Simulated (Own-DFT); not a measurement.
Hf₁₆O₃₁ (monoclinic hafnia with two neutral oxygen vacancies, strained, atoms displaced), Hf₃₁SiO₆₄ (monoclinic hafnia with substituted atoms, atoms displaced) (calculated)

All values are calculated (Own-DFT development build). A calculation, not a measurement: plane-wave PBE and HSE06 DFT by an unreviewed code, no spin, of a simulated cell at Gamma alone, so results move with cell size and shape, stress positive in tension, energies less offsets, not probed for a lower state with spin; hafnium file: forces about 75 meV/angstrom off all-electron values; oxygen file: force components 24 meV/angstrom off all-electron in a glass; k mesh not checked against a denser one; forces and stress are PBE's, HSE06 gives the energy alone, and its difference from PBE has offsets of its own; offsets are fitted by least squares, one for each functional and potential file, so energies compare only between cells with the same atoms and settings and are not formation energies; the far tail of each file's local potential was reset to the Coulomb form; each entry is a single point on an unrelaxed cell, so the pressure reflects the starting lattice, mostly measured values, from which strain is counted, and rises with the displacements; printed positions are rounded, which can move forces by about a meV/angstrom; the program is a retired in-house code; no spin-orbit coupling.

Settings shared by all entries: first functional PBE; second functional HSE06; exact exchange share 0.25; screening 0.11 1/bohr; exchange divergence Gygi-Baldereschi; potential files PseudoDojo norm-conserving, scalar-relativistic, made for PBE, standard set; wave cutoff 48 hartree; occupations fixed; k mesh 1 x 1 x 1 centred on Gamma.

(1) Hf₁₆O₃₁ (monoclinic hafnia with two neutral oxygen vacancies, strained, atoms displaced)

```
Hf16O31
1.0
     10.2079     0.1279     0.1937
      0.1294    10.5394    -0.0375
     -1.4935    -0.0591    10.3238
Hf O Hf O Hf O Hf O Hf O Hf O Hf O Hf O
4 7 4 7 4 8 4 8 4 8 4 8 4 8 4 8
Direct
  0.13512 0.02223 0.10295
  0.36152 0.25498 0.15098
  0.34924 0.48891 0.39389
  0.13322 0.22316 0.35854
  0.04139 0.17422 0.17549
  0.45033 0.40388 0.06670
  0.01908 0.08168 0.42982
  0.22625 0.39634 0.23760
  0.26353 0.12180 0.02901
  0.27928 0.11821 0.26226
  0.22833 0.38417 0.48202
  0.14951 0.02889 0.61180
  0.35644 0.27087 0.63963
  0.37503 0.47373 0.90556
  0.16502 0.22070 0.85576
  0.04384 0.16257 0.66799
  0.44897 0.33547 0.82158
  0.04389 0.09100 0.92642
  0.21485 0.38539 0.74537
  0.27206 0.11837 0.50915
  0.26977 0.10890 0.76004
  0.22494 0.37054 0.99317
  0.12525 0.51918 0.10154
  0.35742 0.77397 0.14587
  0.35080 0.98073 0.40281
  0.13982 0.73015 0.33394
  0.04078 0.66634 0.17192
  0.46337 0.92332 0.05843
  0.45448 0.83352 0.31429
  0.03453 0.58079 0.43861
  0.22471 0.89130 0.23538
  0.27675 0.63103 0.00596
  0.27656 0.62884 0.26053
  0.21966 0.85924 0.48356
  0.13365 0.51821 0.61080
  0.36367 0.78388 0.65484
  0.36562 0.99072 0.90491
  0.14324 0.72470 0.83906
  0.04145 0.66445 0.67122
  0.47091 0.91567 0.57258
  0.46304 0.83945 0.81050
  0.04507 0.56984 0.91751
  0.22061 0.87727 0.75099
  0.27787 0.63210 0.51227
  0.26929 0.62916 0.76180
  0.22622 0.88228 0.98646
  0.63085 0.00783 0.10283
  0.87384 0.27633 0.14669
  0.86084 0.47910 0.39983
  0.63181 0.22621 0.36414
  0.54551 0.15526 0.17884
  0.96113 0.42427 0.07330
  0.95987 0.32549 0.32874
  0.54130 0.07890 0.42285
  0.73074 0.37855 0.24510
  0.77907 0.12374 0.00512
  0.76284 0.11866 0.25712
  0.71523 0.37018 0.49171
  0.64427 0.01142 0.60048
  0.86926 0.27188 0.63506
  0.87167 0.47184 0.88404
  0.64798 0.22351 0.85984
  0.52735 0.16756 0.67856
  0.95985 0.42526 0.57531
  0.96202 0.32944 0.82946
  0.52264 0.09537 0.92007
  0.73137 0.39088 0.74689
  0.77341 0.12256 0.51091
  0.77830 0.11089 0.74078
  0.72914 0.37239 0.99958
  0.64088 0.54211 0.11342
  0.85883 0.77873 0.13510
  0.86290 0.99233 0.38718
  0.63845 0.72943 0.34908
  0.54747 0.66253 0.16212
  0.97352 0.92301 0.05865
  0.97065 0.82691 0.30848
  0.55002 0.57892 0.42787
  0.71779 0.88538 0.23568
  0.78104 0.63311 0.98965
  0.77140 0.62713 0.26639
  0.72652 0.86700 0.48820
  0.65560 0.52118 0.59412
  0.85331 0.76114 0.65423
  0.85639 0.98987 0.91366
  0.62919 0.74115 0.84883
  0.54505 0.67151 0.68650
  0.95863 0.92018 0.57521
  0.95450 0.82813 0.83487
  0.53820 0.58562 0.91859
  0.71908 0.87862 0.74839
  0.78518 0.64105 0.50521
  0.77663 0.62379 0.77442
  0.72833 0.85700 0.97540
```

```
PBE energy of cell above offsets : -73.945 eV
HSE06 less PBE above offsets     : 1.480 eV
PBE pressure                     : 8.16 GPa
PBE stress xx                    : -7.89 GPa
PBE stress yy                    : -5.33 GPa
PBE stress zz                    : -11.26 GPa
PBE stress yz                    : -2.02 GPa
PBE stress xz                    : 2.74 GPa
PBE stress xy                    : 4.77 GPa
```

Force:
| element | x (eV/Å) | y (eV/Å) | z (eV/Å) |
| --- | --- | --- | --- |
| Hf | -0.394 | -1.209 | 0.098 |
| Hf | 0.803 | 3.183 | -0.256 |
| Hf | 1.557 | -0.014 | 0.694 |
| Hf | 0.358 | 1.165 | -0.297 |
| O | 0.306 | -0.377 | 0.552 |
| O | 2.403 | -0.151 | 3.338 |
| O | 3.976 | 2.741 | -0.778 |
| O | 0.493 | -1.878 | 0.938 |
| O | 3.543 | 1.588 | -2.53 |
| O | -0.889 | 0.416 | 1.049 |
| O | -1.042 | -2.768 | 0.894 |
| Hf | -4.117 | -5.849 | -0.936 |
| Hf | 2.534 | 1.957 | 0.21 |
| Hf | -2.094 | 3.282 | -0.81 |
| Hf | -5.491 | 3.741 | 1.967 |
| O | -1.186 | 2.56 | 0.488 |
| O | 2.258 | -2.874 | -1.446 |
| O | -0.718 | 0.399 | -1.013 |
| O | 0.424 | -1.688 | -0.899 |
| O | -0.184 | 2.122 | 0.239 |
| O | 2.451 | 0.535 | 0.026 |
| O | -0.424 | -1.959 | -0.577 |
| Hf | 2.938 | -0.491 | -2.082 |
| Hf | -0.716 | -0.379 | -2.562 |
| Hf | 2.549 | -1.904 | -1.263 |
| Hf | -1.554 | 0.411 | 5.16 |
| O | -1.966 | 0.632 | -1.462 |
| O | 0.437 | -2.556 | 3.213 |
| O | 1.306 | -0.221 | 0.716 |
| O | 0.038 | 0.432 | -2.937 |
| O | -0.329 | -1.365 | 0.562 |
| O | -0.177 | 0.865 | 1.484 |
| O | 1.863 | -0.063 | -1.346 |
| O | 0.839 | 2.171 | 0.642 |
| Hf | 2.302 | 1.414 | -0.675 |
| Hf | -0.383 | -3.326 | -3.275 |
| Hf | -1.737 | -2.768 | -2.7 |
| Hf | -3.529 | 1.843 | 4.299 |
| O | -2.332 | 1.072 | -0.037 |
| O | -1.321 | -0.094 | -0.288 |
| O | -0.894 | 2.94 | 3.309 |
| O | -0.024 | 0.499 | -0.68 |
| O | 0.569 | 1.505 | -1.783 |
| O | 0.267 | -0.884 | -0.208 |
| O | 3.218 | -1.972 | -1.699 |
| O | 0.276 | -1.035 | 1.128 |
| Hf | 0.843 | 2.467 | 0.238 |
| Hf | -3.115 | 0.98 | -0.868 |
| Hf | 1.186 | 1.095 | -1.435 |
| Hf | 0.045 | 0.259 | -1.419 |
| O | -2.562 | 1.42 | -0.397 |
| O | -0.467 | -1.078 | 1.287 |
| O | 0.806 | 0.279 | 0.944 |
| O | -1.358 | -0.411 | -0.127 |
| O | -0.394 | 0.835 | 0.309 |
| O | -2.009 | 1.874 | 1.771 |
| O | 1.793 | 0.347 | 0.1 |
| O | 1.48 | -0.434 | 0.061 |
| Hf | -0.274 | 0.356 | 0.787 |
| Hf | -0.831 | -1.233 | 2.511 |
| Hf | -2.186 | 3.139 | 2.404 |
| Hf | -1.054 | 2.213 | -1.697 |
| O | 0.585 | -0.283 | -0.532 |
| O | -1.049 | -1.713 | 0.842 |
| O | 2.349 | -3.294 | -1.904 |
| O | 1.849 | 0.661 | 0.712 |
| O | -0.624 | -1.857 | -1.907 |
| O | 0.642 | 1.642 | -0.766 |
| O | -0.603 | 1.558 | 2.387 |
| O | 0.044 | -1.624 | -1.422 |
| Hf | 6.699 | -10.26 | -5.767 |
| Hf | 1.565 | -1.799 | -0.575 |
| Hf | -1.283 | -3.759 | 1.88 |
| Hf | -0.909 | 1.503 | 2.81 |
| O | -7.548 | 8.344 | 3.086 |
| O | -1.886 | -2.038 | 3.123 |
| O | -2.233 | 2.432 | 0.118 |
| O | -1.018 | 0.428 | -1.675 |
| O | 0.571 | -1.485 | -0.393 |
| O | -0.825 | 0.323 | 4.436 |
| O | 1.666 | -0.349 | -1.309 |
| O | -0.601 | 0.169 | -0.605 |
| Hf | -2.713 | 1.183 | 3.336 |
| Hf | 2.393 | 3.202 | 0.984 |
| Hf | 3.75 | -3.011 | -6.726 |
| Hf | 1.272 | -3.969 | 0.81 |
| O | -0.85 | -1.268 | -3.735 |
| O | 0.263 | -0.381 | 0.334 |
| O | 0.67 | -0.302 | -0.746 |
| O | -0.446 | -0.303 | 1.331 |
| O | -0.05 | 0.861 | -1.775 |
| O | -0.845 | -1.949 | 0.128 |
| O | 1.139 | -0.082 | -3.525 |
| O | -0.087 | 3.661 | 4.105 |

(2) Hf₃₁SiO₆₄ (monoclinic hafnia with substituted atoms, atoms displaced)

```
Hf31SiO64
1.0
     10.2340     0.0000     0.0000
      0.0000    10.3500     0.0000
     -1.6955     0.0000    10.4453
Hf O Hf O Hf O Hf O Hf O Hf O Hf O Hf Si Hf O
4 8 4 8 4 8 4 8 4 8 4 8 4 8 2 1 1 8
Direct
  0.13937 0.01209 0.11167
  0.35280 0.26896 0.15789
  0.36408 0.47512 0.37943
  0.13622 0.23243 0.35564
  0.05033 0.14918 0.16403
  0.46545 0.40878 0.08422
  0.46844 0.32504 0.32606
  0.02686 0.07926 0.41868
  0.22136 0.37502 0.23591
  0.27016 0.13352 0.00820
  0.26810 0.12546 0.26041
  0.23068 0.38054 0.48727
  0.13875 0.01415 0.60031
  0.35632 0.26330 0.65801
  0.35221 0.47700 0.89939
  0.14225 0.24033 0.85895
  0.04017 0.17071 0.68219
  0.46584 0.41578 0.56987
  0.46926 0.33318 0.83416
  0.03483 0.08828 0.92533
  0.23270 0.38001 0.73598
  0.27131 0.13601 0.50775
  0.26333 0.13357 0.76619
  0.22068 0.36738 0.99822
  0.13465 0.50852 0.11250
  0.37903 0.76941 0.14637
  0.36143 0.96176 0.39145
  0.15162 0.72243 0.34746
  0.02837 0.65092 0.16700
  0.46280 0.91577 0.08744
  0.47306 0.83797 0.32475
  0.04164 0.58988 0.42519
  0.21666 0.87837 0.23747
  0.28100 0.62933 0.00998
  0.26819 0.61896 0.26102
  0.21969 0.86393 0.49365
  0.13715 0.52024 0.61650
  0.34158 0.77871 0.63315
  0.36533 0.98918 0.87753
  0.12604 0.73141 0.84102
  0.04128 0.66378 0.67105
  0.45346 0.91700 0.56165
  0.45666 0.84325 0.82922
  0.04082 0.57981 0.92209
  0.22564 0.87990 0.72895
  0.28251 0.64880 0.50738
  0.28054 0.61749 0.76506
  0.22275 0.86808 0.97562
  0.64719 0.00585 0.10476
  0.86277 0.28029 0.15313
  0.85460 0.46170 0.39619
  0.63251 0.22501 0.35023
  0.53169 0.17350 0.17587
  0.96880 0.41905 0.07523
  0.95539 0.33871 0.32472
  0.53088 0.08732 0.42028
  0.71845 0.37906 0.23712
  0.76864 0.12766 0.00989
  0.76615 0.12527 0.23912
  0.70938 0.36667 0.48356
  0.63179 0.02424 0.60538
  0.86305 0.26846 0.64718
  0.86234 0.48721 0.88661
  0.64699 0.23452 0.86729
  0.55478 0.17152 0.67327
  0.95824 0.41801 0.57673
  0.96073 0.33517 0.83001
  0.53342 0.08610 0.92561
  0.72054 0.39190 0.74599
  0.77614 0.12635 0.50683
  0.78386 0.13212 0.75274
  0.71165 0.36669 0.98734
  0.64078 0.52194 0.10448
  0.86323 0.75875 0.15078
  0.86020 0.97821 0.39267
  0.63928 0.72555 0.35096
  0.54008 0.65762 0.17454
  0.95436 0.91838 0.08629
  0.96813 0.83056 0.32258
  0.54092 0.58919 0.43563
  0.72077 0.87933 0.24908
  0.77448 0.62316 0.99342
  0.78751 0.61129 0.26908
  0.72752 0.87357 0.48698
  0.62365 0.51855 0.60812
  0.85585 0.77652 0.64540
  0.84759 0.98457 0.88959
  0.63662 0.73327 0.85944
  0.54263 0.65672 0.66411
  0.97193 0.91163 0.58104
  0.95137 0.82302 0.83927
  0.52579 0.58364 0.91584
  0.72421 0.88412 0.73989
  0.77392 0.62843 0.50055
  0.77876 0.63062 0.76915
  0.72856 0.86845 0.98267
```

```
PBE energy of cell above offsets : -78.335 eV
HSE06 less PBE above offsets     : 0.914 eV
PBE pressure                     : 6.47 GPa
PBE stress xx                    : -5.32 GPa
PBE stress yy                    : -7.36 GPa
PBE stress zz                    : -6.72 GPa
PBE stress yz                    : -1.58 GPa
PBE stress xz                    : -0.02 GPa
PBE stress xy                    : 3.38 GPa
```

Force:
| element | x (eV/Å) | y (eV/Å) | z (eV/Å) |
| --- | --- | --- | --- |
| Hf | 0.781 | -1.109 | -4.751 |
| Hf | 2.916 | -2.417 | -3.734 |
| Hf | 1.215 | 0.135 | 4.332 |
| Hf | 0.581 | -1.741 | 0.473 |
| O | -4.81 | 5.692 | 2.675 |
| O | 0.167 | 1.443 | -0.311 |
| O | -2.187 | 2.426 | 0.803 |
| O | 1.359 | 1.403 | 0.091 |
| O | -0.891 | 0.118 | 2.174 |
| O | 0.478 | -0.527 | 0.437 |
| O | 1.095 | -1.091 | 1.667 |
| O | -0.75 | -0.51 | -0.565 |
| Hf | -1.872 | 2.498 | -0.042 |
| Hf | 3.229 | 1.605 | -2.066 |
| Hf | 2.046 | 0.998 | 1.309 |
| Hf | -3.207 | -2.559 | 1.173 |
| O | -0.432 | -0.36 | -1.95 |
| O | -2.214 | -1.688 | 0.068 |
| O | -0.811 | -0.348 | -0.634 |
| O | -1.811 | -1.346 | -0.743 |
| O | -1.281 | -0.064 | 1.097 |
| O | -0.336 | -0.744 | 0.598 |
| O | 2.436 | -1.701 | -1.526 |
| O | 0.197 | 1.143 | -0.433 |
| Hf | 1.387 | 2.967 | -3.087 |
| Hf | -3.349 | -0.544 | -2.618 |
| Hf | -0.325 | 4.349 | -0.837 |
| Hf | -4.816 | 0.441 | 1.699 |
| O | -0.322 | 1.205 | 0.747 |
| O | 1.299 | 0.961 | -1.02 |
| O | -0.21 | -1.152 | -0.309 |
| O | -0.096 | -1.201 | 0.265 |
| O | 1.771 | -1.577 | 1.304 |
| O | -0.15 | -0.485 | 0.965 |
| O | 2.395 | -1.128 | -0.986 |
| O | -0.85 | 2.303 | -2.188 |
| Hf | 0.742 | -0.01 | -3.868 |
| Hf | 4.289 | -2.461 | 3.142 |
| Hf | -2.442 | 0.19 | 4.239 |
| Hf | 1.152 | 0.193 | 4.336 |
| O | -2.048 | 1.444 | -0.391 |
| O | 0.949 | -0.395 | 2.273 |
| O | 2.236 | -1.907 | -1.235 |
| O | 0.263 | 0.04 | -0.648 |
| O | -1.342 | 0.962 | 0.505 |
| O | -0.133 | -3.101 | -0.859 |
| O | -0.664 | 0.635 | -1.285 |
| O | 0.553 | 0.551 | 0.25 |
| Hf | -1.755 | 2.919 | -0.533 |
| Hf | -0.263 | -2.272 | -2.969 |
| Hf | -1.701 | 5.087 | 2.506 |
| Hf | 0.794 | -0.92 | -0.052 |
| O | 0.239 | -1.824 | -1.043 |
| O | -2.349 | -1.772 | 0.302 |
| O | 3.28 | -2.794 | -0.693 |
| O | -0.856 | -1.469 | 0.633 |
| O | 0.561 | 0 | -0.203 |
| O | 1.724 | -1.082 | -1.196 |
| O | 1.154 | -0.776 | 2.191 |
| O | 1.446 | -0.046 | 0.297 |
| Hf | 1.211 | 0.069 | -1.62 |
| Hf | -0.16 | 0.079 | 0.227 |
| Hf | -0.023 | -0.439 | 0.443 |
| Hf | -1.142 | -1.251 | -2.658 |
| O | -2.82 | 0.783 | 0.329 |
| O | 0.879 | -0.013 | 0.427 |
| O | 0.553 | -0.026 | -0.439 |
| O | 0.298 | -0.216 | -0.243 |
| O | 0.745 | -1.375 | -0.069 |
| O | 0.202 | -0.241 | -0.115 |
| O | -0.473 | -2.862 | 2.628 |
| O | 1.855 | 2.089 | 2.446 |
| Hf | -0.735 | -2.397 | -1.845 |
| Hf | 2.015 | 1.328 | -0.232 |
| Hf | 0.059 | -0.571 | -0.04 |
| Hf | 1.73 | -0.973 | 2.949 |
| O | -0.227 | 0.878 | 0.432 |
| O | -0.29 | -0.249 | -1.018 |
| O | -0.356 | 0.167 | 0.191 |
| O | -1.927 | -0.045 | -3.568 |
| O | 0.371 | -0.717 | -1.363 |
| O | -1.062 | 0.706 | 3.101 |
| O | -0.956 | 0.873 | -2.046 |
| O | -0.465 | -0.387 | 0.682 |
| Hf | 3.711 | -1.864 | -0.822 |
| Hf | -0.319 | -1.687 | -0.659 |
| Si | 2.934 | -0.196 | 1.522 |
| Hf | -0.916 | -1.999 | -2.374 |
| O | -3.357 | 5.278 | 2.736 |
| O | -0.467 | 0.104 | -0.303 |
| O | -0.768 | 2.136 | -0.558 |
| O | 0.79 | 0.513 | 1.069 |
| O | -0.262 | 1.311 | 0.658 |
| O | 0.455 | 0.65 | 1.581 |
| O | 0.408 | 0.574 | -1.496 |
| O | 0.05 | 1.389 | 0.271 |
